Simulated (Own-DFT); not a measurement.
# How strain changes the stress of 4H SiC, 72 atoms (C36Si36)

These are calculations, not measurements. The program, named Own-DFT, is a retired in-house plane-wave density functional code that no person has reviewed. Each row is one single-point run on a periodic cell that was not relaxed, without spin or spin-orbit coupling.

Settings of every run: PBE; PseudoDojo norm-conserving scalar-relativistic files; cutoff 42 hartree; 4 x 4 x 3 k mesh centred on Gamma; Fermi-Dirac smearing of 0.1 eV.

Known limits: forces on such cells passed a denser k mesh, each cell not checked; stress not checked against mesh or cutoff.

Unstrained cell vectors in Å: (9.248, 0.000, 0.000); (-4.624, 8.009, 0.000); (0.000, 0.000, 10.068). The unstrained cell has measured lattice constants (interpolated for alloys), not those of this functional. That, the random moves and any unrelaxed bonds set the pressure at no strain. Each run strains this cell uniformly, with the atoms carried along. Every atom was also moved at random, by a Gaussian of width 0.05 Å on each axis. Strain is the symmetric tensor, in per cent. Stress is positive in tension, and the pressure is minus a third of its trace.

| run | e_xx (%) | e_yy (%) | e_zz (%) | e_yz (%) | e_xz (%) | e_xy (%) | s_xx (GPa) | s_yy (GPa) | s_zz (GPa) | s_yz (GPa) | s_xz (GPa) | s_xy (GPa) | P (GPa) | E (meV/atom) |
|---|---|---|---|---|---|---|---|---|---|---|---|---|---|---|
| 1 | -0.92 | 0.07 | -0.89 | 0.86 | 0.02 | 1.63 | -11.02 | -4.51 | -12.37 | 2.62 | -1.02 | 8.88 | 9.30 | 10.2 |
| 2 | -0.29 | 0.12 | -0.68 | 1.10 | 0.49 | -0.95 | -5.23 | -6.64 | -10.70 | 4.30 | 1.80 | -4.25 | 7.52 | 16.1 |
| 3 | -0.87 | 1.52 | 1.01 | -1.97 | -0.69 | 0.33 | -8.28 | 2.23 | -0.56 | -7.00 | -2.39 | 0.63 | 2.21 | 18.5 |
| 4 | -1.37 | -0.77 | -1.89 | 0.39 | -1.77 | 0.24 | -13.83 | -13.33 | -18.61 | 1.44 | -6.92 | 3.16 | 15.26 | 24.6 |
| 5 | -1.67 | 1.60 | -1.84 | -1.81 | 1.21 | 0.37 | -12.41 | 2.38 | -19.52 | -5.70 | 3.86 | 1.65 | 9.85 | 14.6 |
| 6 | 1.13 | 1.79 | 1.77 | -1.49 | 0.42 | 0.83 | 3.18 | 5.66 | 3.64 | -5.45 | 1.45 | 3.45 | -4.16 | 6.3 |
| 7 | -1.61 | 1.80 | -0.79 | -1.54 | 0.53 | -0.43 | -13.21 | 4.24 | -13.39 | -4.40 | 2.13 | -3.48 | 7.45 | 31.2 |
| 8 | 0.80 | 1.28 | -1.10 | -0.69 | -1.45 | -0.15 | 1.41 | 2.68 | -13.49 | -1.42 | -5.01 | -0.70 | 3.13 | 0.0 |
| 9 | 0.09 | 1.84 | -1.95 | -1.63 | -0.36 | -1.01 | -2.46 | 3.44 | -18.99 | -6.21 | 0.14 | -3.74 | 6.00 | 24.5 |
| 10 | 1.59 | -1.23 | 0.89 | 0.45 | 0.20 | -0.52 | 3.25 | -9.47 | -1.33 | 1.36 | -0.12 | -1.42 | 2.52 | 3.9 |
| 11 | -0.81 | 1.43 | -0.15 | -1.62 | 1.58 | -0.88 | -7.75 | 1.26 | -6.39 | -4.53 | 4.69 | -5.02 | 4.29 | 15.9 |
| 12 | 0.06 | 0.23 | 0.61 | 0.98 | 0.49 | 1.18 | -4.48 | -4.64 | -1.81 | 2.56 | 1.96 | 4.13 | 3.64 | 18.2 |
| 13 | 0.93 | 1.57 | 0.75 | 0.31 | -0.10 | -1.39 | 0.48 | 3.94 | -0.74 | 0.46 | -0.83 | -5.73 | -1.23 | 9.0 |
| 14 | -1.67 | -1.80 | -0.42 | -0.19 | 1.28 | -0.65 | -17.18 | -17.40 | -10.07 | 0.14 | 3.15 | -2.11 | 14.88 | 30.3 |
| 15 | -0.43 | 1.84 | 1.83 | 1.07 | 1.09 | -0.16 | -5.11 | 6.32 | 3.50 | 3.20 | 3.84 | -0.50 | -1.57 | 5.2 |
| 16 | -1.05 | -1.28 | -0.06 | -1.38 | 0.32 | 0.21 | -12.35 | -11.35 | -9.14 | -6.06 | 0.65 | 1.98 | 10.95 | 13.0 |
| 17 | -1.42 | 1.44 | -0.62 | 0.10 | 0.77 | 1.77 | ? | ? | ? | ? | ? | ? | ? | ? |

E is the free energy for each atom above the lowest run shown.

## Worked fit

Each stress component was fitted by least squares to a constant and the strains of the runs shown, as fractions, with shears doubled. Shear strains stay in the fit of a normal stress only where such slopes are resolved. The slopes, in GPa:

```
stress,at no strain,per e_xx,per e_yy,per e_zz,scatter
s_xx,-5.0,584 ± 21,106 ± 15,-9 ± 18,0.75
s_yy,-5.3,67 ± 35,554 ± 25,54 ± 30,1.26
s_zz,-6.9,47 ± 27,4 ± 20,610 ± 23,0.98
```

Each shear stress against twice its own strain: yz 172 ± 10, xz 170 ± 10, xy 224 ± 15 GPa. These are stiffnesses along x, y and z of the frame in which the cell vectors are given, which need not be the crystal's axes. The atoms are held to the strained lattice; where symmetry lets them move under strain, relaxing them would lower some slopes. The table should be nearly symmetric about its diagonal, and what it lacks of that shows the noise. A ninth of its sum, 224 ± 4 GPa, estimates the bulk modulus near the mean pressure of these runs, 5.6 GPa, so it lies above the value at zero pressure.

## Withheld run

Question: what normal stresses and pressure should run 17 give?

The fit gives s_xx = -11.8, s_yy = 1.4, s_zz = -11.3 and P = 7.2 GPa. The calculation gave -11.89, -0.52, -9.40 and P = 7.27 GPa.
